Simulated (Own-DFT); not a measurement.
# Oxygen vacancies under two functionals: monoclinic HfO2, Hf32O62

These are calculations. Each geometry was run twice at fixed positions with Own-DFT, a retired in-house plane-wave program that no person has reviewed: with PBE, and with HSE06 (exact exchange share 0.25 at short range, screening 0.11 per bohr, Gygi-Baldereschi treatment of its divergence). Both used PseudoDojo norm-conserving files made for PBE, a cutoff of 48 hartree, the Gamma point alone, fixed occupations, a neutral cell and no spin. The unstrained cell is 10.1 Å across at its thinnest, so Gamma alone is coarse and defects feel their images. The hafnium file keeps the 4f electrons in the core, and its forces lie about 75 meV/Å off all-electron values. The oxygen file's force components were 24 meV/Å off all-electron values in a glass.

Cell vectors in Å: (10.234, 0.000, 0.000); (0.000, 10.350, 0.000); (-1.696, 0.000, 10.445). Atoms were moved at random from their ideal sites, and each line below averages several runs of one case and one width of the moves; u² is the mean square move along one axis. E is the PBE energy of the cell and D the HSE06 energy less the PBE one, each over its lowest single run, with the standard error of the mean. Within a case the pair of sites differs from run to run.

- A: two O taken from sites with four and four neighbours, under 3.2 Å apart
- B: two O taken from sites with three and four neighbours, under 3.2 Å apart
- C: two O taken from sites with three and three neighbours, under 3.2 Å apart

```
case,runs,u² (Å²),E (eV),error of E,D (eV),error of D
A,8,0.000932,0.343,0.119,0.107,0.010
A,8,0.002479,3.898,0.082,0.306,0.023
A,8,0.006686,14.259,0.387,0.741,0.046
B,8,0.000943,0.508,0.080,0.075,0.014
B,8,0.002420,3.851,0.122,0.268,0.034
B,8,0.006484,13.220,0.556,0.795,0.032
C,8,0.000896,0.642,0.116,0.028,0.009
C,8,0.002413,4.154,0.169,0.239,0.016
C,8,0.006683,14.361,0.619,0.739,0.073
```

Question: how do the cases differ under PBE, and what does HSE06 change?

## Working it out

Fit E and D each to a + b u², with one a for each case and lines weighted by their errors. Against A, in eV:

| case | PBE | change by HSE06 | HSE06 |
|---|---|---|---|
| B | 0.13 ± 0.10 | -0.027 ± 0.015 | 0.10 ± 0.10 |
| C | 0.40 ± 0.12 | -0.068 ± 0.012 | 0.34 ± 0.12 |

Under PBE, C lies above A by more than three errors. D is known much better than E, because both runs of a geometry share the same random moves. HSE06 moves C down against A. The slope b is 2340 ± 42 eV/Å² for E and 125 ± 4 for D, so at this fixed cell HSE06 makes random moves about 5 % costlier. The vacancies are unrelaxed, and relaxation differs between sites.
